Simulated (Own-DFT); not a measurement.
# Response to strain: diamond silicon, 64 atoms (Si64)

These are calculations, not measurements. They come from Own-DFT, an in-house plane-wave density functional program, since retired, whose code no person has reviewed. Each row is one single-point run on a periodic cell that was not relaxed, without spin or spin-orbit coupling.

Settings of every run: PBE; PseudoDojo norm-conserving scalar-relativistic files; cutoff 20 hartree; 3 x 3 x 3 k mesh centred on Gamma; Fermi-Dirac smearing of 0.1 eV.

Known limits: k mesh not checked against a denser one; stress not checked against mesh or cutoff.

Unstrained cell vectors in Å: (10.862, 0.000, 0.000); (0.000, 10.862, 0.000); (0.000, 0.000, 10.862). The unstrained cell has measured lattice constants (interpolated for alloys), not those of this functional. That, the random moves and any unrelaxed bonds set the pressure at no strain. Each run strains this cell uniformly, with the atoms carried along. Every atom was also moved at random, by a Gaussian of width 0.05 Å on each axis. Strain is the symmetric tensor, in per cent. Stress is positive in tension, and the pressure is minus a third of its trace.

| run | e_xx (%) | e_yy (%) | e_zz (%) | e_yz (%) | e_xz (%) | e_xy (%) | s_xx (GPa) | s_yy (GPa) | s_zz (GPa) | s_yz (GPa) | s_xz (GPa) | s_xy (GPa) | P (GPa) | E (meV/atom) |
|---|---|---|---|---|---|---|---|---|---|---|---|---|---|---|
| 1 | 0.26 | -0.43 | -0.25 | 1.18 | -0.90 | -1.04 | -2.72 | -3.53 | -3.26 | 1.53 | -1.86 | -2.67 | 3.17 | 8.8 |
| 2 | 0.25 | -1.03 | -1.15 | -1.22 | -0.05 | 1.40 | -3.62 | -4.88 | -4.99 | -2.26 | -0.48 | 2.36 | 4.50 | 4.7 |
| 3 | 0.00 | -0.62 | -1.85 | -1.96 | 0.58 | 1.28 | -4.63 | -5.41 | -6.45 | -4.90 | 2.02 | 2.97 | 5.50 | 25.6 |
| 4 | -0.61 | -1.80 | -1.85 | 1.88 | 0.65 | 1.38 | -7.06 | -8.34 | -8.15 | 6.27 | 1.07 | 3.55 | 7.85 | 54.5 |
| 5 | -1.92 | 0.48 | -1.92 | -0.30 | -0.45 | -1.48 | -6.92 | -4.85 | -6.93 | -1.76 | -1.98 | -3.63 | 6.23 | 26.5 |
| 6 | 0.53 | -1.83 | -0.40 | 0.06 | 0.90 | 1.67 | -3.29 | -5.46 | -4.18 | 0.42 | 1.10 | 3.74 | 4.31 | 2.8 |
| 7 | -0.27 | 1.04 | -1.93 | -0.68 | 0.31 | -0.64 | -3.71 | -2.57 | -5.20 | -0.34 | 1.03 | -1.40 | 3.83 | 8.5 |
| 8 | 0.24 | -1.51 | 1.06 | -0.62 | -0.50 | 1.92 | -2.65 | -4.01 | -1.81 | -1.06 | -0.50 | 3.75 | 2.82 | 0.0 |
| 9 | -0.27 | -0.86 | 0.48 | -1.98 | 1.96 | 0.37 | -3.73 | -4.37 | -3.31 | -5.63 | 4.31 | 0.84 | 3.80 | 25.2 |
| 10 | -1.18 | 1.64 | 0.07 | -0.81 | -0.66 | 1.39 | -3.37 | -0.93 | -2.39 | -1.07 | -1.72 | 3.15 | 2.23 | 0.9 |
| 11 | -1.01 | -0.65 | 0.00 | 1.54 | 0.79 | 1.74 | -4.97 | -4.57 | -3.93 | 3.44 | 2.22 | 3.87 | 4.49 | 10.9 |
| 12 | 0.30 | 1.12 | -2.00 | -0.53 | -1.86 | 0.93 | -2.94 | -2.25 | -4.73 | -1.57 | -4.47 | 0.66 | 3.31 | 9.4 |
| 13 | -1.89 | 0.29 | -1.52 | 1.43 | -0.05 | -1.69 | -7.13 | -5.14 | -6.83 | 3.93 | 0.98 | -4.58 | 6.37 | 43.7 |
| 14 | -0.19 | 1.30 | -1.85 | -0.93 | 1.15 | 1.56 | -3.34 | -1.94 | -4.82 | -2.45 | 3.16 | 3.45 | 3.37 | 7.4 |
| 15 | 0.07 | 1.72 | -0.57 | 1.82 | -0.91 | 1.56 | -2.01 | -0.41 | -2.66 | 3.58 | -1.34 | 3.77 | 1.69 | 10.0 |
| 16 | -0.22 | -1.39 | -0.82 | 0.70 | 1.31 | -0.43 | ? | ? | ? | ? | ? | ? | ? | ? |

E is the free energy for each atom above the lowest run shown.

## Worked fit

Each stress component was fitted by least squares to a constant and the strains of the runs shown, as fractions, with shears doubled. Shear strains stay in the fit of a normal stress only where such slopes are resolved. The slopes, in GPa:

```
stress,at no strain,per e_xx,per e_yy,per e_zz,scatter
s_xx,-2.7,178 ± 9,78 ± 6,76 ± 7,0.25
s_yy,-2.7,88 ± 10,172 ± 6,82 ± 8,0.28
s_zz,-2.8,89 ± 10,79 ± 6,163 ± 8,0.28
```

Each shear stress against twice its own strain: yz 121 ± 11, xz 121 ± 12, xy 116 ± 6 GPa. These are stiffnesses along x, y and z of the frame in which the cell vectors are given, which need not be the crystal's axes. The atoms are held to the strained lattice; where symmetry lets them move under strain, relaxing them would lower some slopes. The table should be nearly symmetric about its diagonal, and what it lacks of that shows the noise. A ninth of its sum, 111 ± 4 GPa, estimates the bulk modulus near the mean pressure of these runs, 4.2 GPa, so it lies above the value at zero pressure.

## Withheld run

Question: what normal stresses and pressure should run 16 give?

The fit gives s_xx = -4.8, s_yy = -5.9, s_zz = -5.4 and P = 5.4 GPa. The calculation gave -4.88, -5.90, -5.32 and P = 5.37 GPa.
